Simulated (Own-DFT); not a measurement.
# Strain and stress in wurtzite AlN, 72 atoms (Al36N36)

These are calculations, not measurements. They come from Own-DFT, an in-house plane-wave density functional program, since retired, whose code no person has reviewed. Each row is one single-point run on a periodic cell that was not relaxed, without spin or spin-orbit coupling.

Settings of every run: PBE; PseudoDojo norm-conserving scalar-relativistic files; cutoff 42 hartree; 4 x 4 x 3 k mesh centred on Gamma; Gaussian smearing of 0.01 eV.

Known limits: k mesh not checked against a denser one; stress not checked against mesh or cutoff.

Unstrained cell vectors in Å: (9.336, 0.000, 0.000); (-4.668, 8.085, 0.000); (0.000, 0.000, 9.964). The unstrained cell has measured lattice constants (interpolated for alloys), not those of this functional. That, the random moves and any unrelaxed bonds set the pressure at no strain. Each run strains this cell uniformly, with the atoms carried along. Every atom was also moved at random, by a Gaussian of width 0.05 Å on each axis. Strain is the symmetric tensor, in per cent. Stress is positive in tension, and the pressure is minus a third of its trace.

```
run,e_xx (%),e_yy (%),e_zz (%),s_xx (GPa),s_yy (GPa),s_zz (GPa),P (GPa),E (meV/atom)
1,0.00,0.00,2.25,-5.07,-2.80,4.60,1.09,0.0
2,0.00,0.00,-0.50,-5.73,-4.00,-10.10,6.61,14.9
3,0.00,0.00,-1.50,-4.92,-7.22,-13.47,8.54,7.5
4,0.00,0.00,-2.00,-7.83,-5.92,-16.86,10.21,33.8
5,0.00,0.00,-1.00,-6.12,-5.29,-10.80,7.40,4.0
6,0.00,0.00,-1.75,-7.33,-6.79,-14.75,9.62,22.9
7,0.00,0.00,1.25,-4.01,-5.88,0.63,3.08,3.9
8,0.00,0.00,-0.75,-4.71,-7.68,-9.01,7.13,14.9
9,0.00,0.00,1.50,?,?,?,?,?
```

E is the free energy for each atom above the lowest run shown.

## Worked fit

The change of volume is close to e_xx + e_yy + e_zz. A straight line through the runs shown gives P = 5.66 - 209 x (fractional change of volume) GPa, with an error of 7 on the slope and a scatter of 0.27 GPa. The strain isn't the same on all axes and the cell isn't cubic, so the slope belongs to this path and is not the bulk modulus.

## Withheld run

Question: what pressure should run 9 give? Its volume changes by 1.50 %.

The line gives 2.5 GPa. The calculation gave 2.58 GPa.
